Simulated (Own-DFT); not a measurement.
# Which defects push the lattice out? 4H SiC

Everything here is calculated. The program is Own-DFT (plane waves, in-house, since retired, never reviewed by a person); positions were held fixed, and spin and spin-orbit coupling were off.

All runs used: PBE; PseudoDojo norm-conserving scalar-relativistic files; cutoff 42 hartree; 4 x 4 x 3 k mesh centred on Gamma; Fermi-Dirac smearing of 0.1 eV.

Keep in mind (not all hold for every row): not probed for a lower state with spin; forces on such cells failed a check on a denser k mesh; forces on such cells passed a denser k mesh, each cell not checked; stress not checked against mesh or cutoff.

All runs share one cell, with vectors in Å (9.248, 0.000, 0.000); (-4.624, 8.009, 0.000); (0.000, 0.000, 10.068) and a volume of 745.7 Å³. Atoms were moved at random from their sites; u is the rms move along one axis. The defect's site can differ from row to row.

```
                                     cell     formula   u (Å)  P (GPa)
                                no defect     C36Si36  0.0287     3.59
                                no defect     C36Si36  0.0318     3.67
                                no defect     C36Si36  0.0556     5.58
one C on a Si site and one Si on a C site     C36Si36  0.0335     7.67
one C on a Si site and one Si on a C site     C36Si36  0.0469     8.26
one C on a Si site and one Si on a C site     C36Si36  0.0488     8.40
                 two Al on a Si site each  Al2C36Si34  0.0303     5.80
                 two Al on a Si site each  Al2C36Si34  0.0487     7.07
                 two Al on a Si site each  Al2C36Si34  0.0498     7.03
                            one C vacancy     C35Si36  0.0295        ?
                            one C vacancy     C35Si36  0.0324     3.61
                            one C vacancy     C35Si36  0.0474     4.39
                            one C vacancy     C35Si36  0.0542     6.03
                   two N on a C site each   C34N2Si36  0.0301     2.70
                   two N on a C site each   C34N2Si36  0.0308     2.69
                   two N on a C site each   C34N2Si36  0.0513     4.41
```

## What the rows give

P = P0 + c u² + a shift for each defect gives P0 = 2.74 GPa, c = 936 ± 90 GPa/Å² and a scatter of 0.27 GPa. The shifts, and each times the cell's volume:

- one C on a Si site and one Si on a C site: 3.59 ± 0.23 GPa, 16.7 eV
- two Al on a Si site each: 2.09 ± 0.23 GPa, 9.7 eV (4.9 eV for each of its 2 sites)
- one C vacancy: -0.01 ± 0.23 GPa, 0.0 eV (not resolved)
- two N on a C site each: -0.88 ± 0.22 GPa, -4.1 eV (-2.0 eV for each of its 2 sites)

Positive is outwards. The product with the volume (160.2 GPa Å³ to the eV) is nearly free of the cell's size; divided by the bulk modulus at the cell's pressure it gives the volume that the defect adds. The atoms around the defects weren't relaxed, which would change these numbers.

## Withheld run

The question: what pressure belongs in the blank (one C vacancy, u = 0.0295 Å)?

Estimate: 3.55 ± 0.34 GPa. DFT gave 3.43 GPa.
